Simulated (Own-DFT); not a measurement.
# How strain changes the stress of wurtzite GaN, 96 atoms (Ga48N48)

These are calculations, not measurements. They come from Own-DFT, an in-house plane-wave density functional program, since retired, whose code no person has reviewed. Each row is one single-point run on a periodic cell that was not relaxed, without spin or spin-orbit coupling.

Settings of every run: PBE; PseudoDojo norm-conserving scalar-relativistic files (stringent for Ga); cutoff 96 hartree; 3 x 4 x 3 k mesh centred on Gamma; Gaussian smearing of 0.01 eV.

Known limits: forces on such cells passed a denser k mesh, each cell not checked; stress not checked against mesh or cutoff.

Unstrained cell vectors in Å: (12.756, 0.000, 0.000); (-4.784, 8.285, 0.000); (0.000, 0.000, 10.370). The unstrained cell has measured lattice constants (interpolated for alloys), not those of this functional. That, the random moves and any unrelaxed bonds set the pressure at no strain. Each run strains this cell uniformly, with the atoms carried along. Every atom was also moved at random, by a Gaussian of width 0.05 Å on each axis. Strain is the symmetric tensor, in per cent. Stress is positive in tension, and the pressure is minus a third of its trace.

| run | e_xx (%) | e_yy (%) | e_zz (%) | e_yz (%) | e_xz (%) | e_xy (%) | s_xx (GPa) | s_yy (GPa) | s_zz (GPa) | s_yz (GPa) | s_xz (GPa) | s_xy (GPa) | P (GPa) | E (meV/atom) |
|---|---|---|---|---|---|---|---|---|---|---|---|---|---|---|
| 1 | -1.11 | 1.02 | 1.67 | 1.53 | 1.33 | -1.92 | -10.59 | -3.27 | -0.07 | 3.47 | 3.53 | -6.05 | 4.64 | 25.0 |
| 2 | 0.38 | -1.91 | -1.38 | -1.27 | 0.44 | 1.75 | -7.15 | -16.71 | -16.25 | -3.27 | 0.79 | 4.99 | 13.37 | 37.1 |
| 3 | 1.66 | 1.22 | 1.94 | -1.36 | -1.88 | -0.30 | 2.08 | 0.54 | 2.82 | -2.20 | -3.23 | 0.02 | -1.82 | 0.0 |
| 4 | -0.94 | 0.91 | -1.40 | -0.18 | 1.26 | 0.51 | -12.85 | -5.25 | -12.99 | -0.78 | 3.18 | 2.99 | 10.36 | 31.5 |
| 5 | -1.41 | -1.61 | 0.74 | -1.47 | -0.88 | 0.11 | -14.71 | -13.87 | -7.04 | -3.48 | -1.87 | -1.19 | 11.87 | 27.9 |
| 6 | 0.28 | 1.76 | 1.85 | 1.31 | -1.19 | -1.27 | -3.34 | 1.80 | 1.74 | 2.66 | -2.33 | -3.69 | -0.07 | 1.3 |
| 7 | -0.44 | 0.39 | 0.99 | 1.44 | 1.90 | 1.40 | -8.63 | -4.48 | -3.42 | 2.41 | 4.20 | 3.39 | 5.51 | 19.1 |
| 8 | 1.96 | 1.66 | 0.60 | 0.73 | 1.72 | 1.12 | 2.21 | 1.01 | -3.43 | 1.02 | 2.83 | 4.40 | 0.07 | 24.2 |
| 9 | -1.22 | -0.85 | -1.23 | -0.36 | -1.29 | 1.43 | -16.58 | -11.95 | -14.96 | -0.42 | -3.65 | 2.79 | 14.50 | 53.2 |
| 10 | -1.57 | 0.66 | 0.40 | 1.38 | -0.17 | 1.43 | -10.97 | -7.69 | -5.78 | 3.57 | -0.48 | 3.41 | 8.15 | 26.2 |
| 11 | -0.98 | -1.96 | 0.64 | 1.04 | -1.24 | -1.41 | -16.15 | -17.39 | -5.49 | 2.23 | -3.09 | -5.10 | 13.01 | 55.3 |
| 12 | 0.45 | 0.74 | -0.01 | -0.16 | -0.28 | -0.20 | -5.05 | -3.72 | -5.68 | -0.26 | -0.55 | -0.19 | 4.81 | 7.1 |
| 13 | 0.65 | -0.64 | -0.62 | 1.95 | -1.41 | 1.97 | -7.24 | -9.03 | -10.21 | 5.06 | -3.57 | 6.90 | 8.83 | 34.6 |
| 14 | 0.06 | 1.03 | 0.85 | -0.81 | -0.60 | -1.19 | -4.82 | -2.62 | -3.25 | -1.74 | -1.28 | -3.09 | 3.56 | 12.7 |
| 15 | 1.73 | -0.85 | 1.43 | -0.76 | -1.09 | -0.73 | -0.02 | -9.35 | 0.34 | -1.40 | -2.00 | -2.96 | 3.01 | 11.2 |
| 16 | -1.93 | -1.90 | 1.49 | -1.29 | 1.58 | -1.81 | ? | ? | ? | ? | ? | ? | ? | ? |

E is the free energy for each atom above the lowest run shown.

## Worked fit

Each stress component was fitted by least squares to a constant and the strains of the runs shown, as fractions, with shears doubled. Shear strains stay in the fit of a normal stress only where such slopes are resolved. The slopes, in GPa:

| stress | at no strain | per e_xx | per e_yy | per e_zz | scatter |
|---|---|---|---|---|---|
| s_xx | -7.9 | 428 ± 35 | 119 ± 34 | 77 ± 38 | 1.46 |
| s_yy | -7.5 | 85 ± 24 | 425 ± 23 | 56 ± 26 | 1.00 |
| s_zz | -7.6 | 54 ± 21 | 69 ± 21 | 456 ± 23 | 0.89 |

Each shear stress against twice its own strain: yz 113 ± 5, xz 110 ± 6, xy 137 ± 10 GPa. These are stiffnesses along x, y and z of the frame in which the cell vectors are given, which need not be the crystal's axes. The atoms are held to the strained lattice; where symmetry lets them move under strain, relaxing them would lower some slopes. The table should be nearly symmetric about its diagonal, and what it lacks of that shows the noise. A ninth of its sum, 197 ± 4 GPa, estimates the bulk modulus near the mean pressure of these runs, 6.7 GPa, so it lies above the value at zero pressure.

## Withheld run

Question: what normal stresses and pressure should run 16 give?

The fit gives s_xx = -17.3, s_yy = -16.4, s_zz = -3.1 and P = 12.3 GPa. The calculation gave -18.64, -15.86, -4.18 and P = 12.90 GPa.
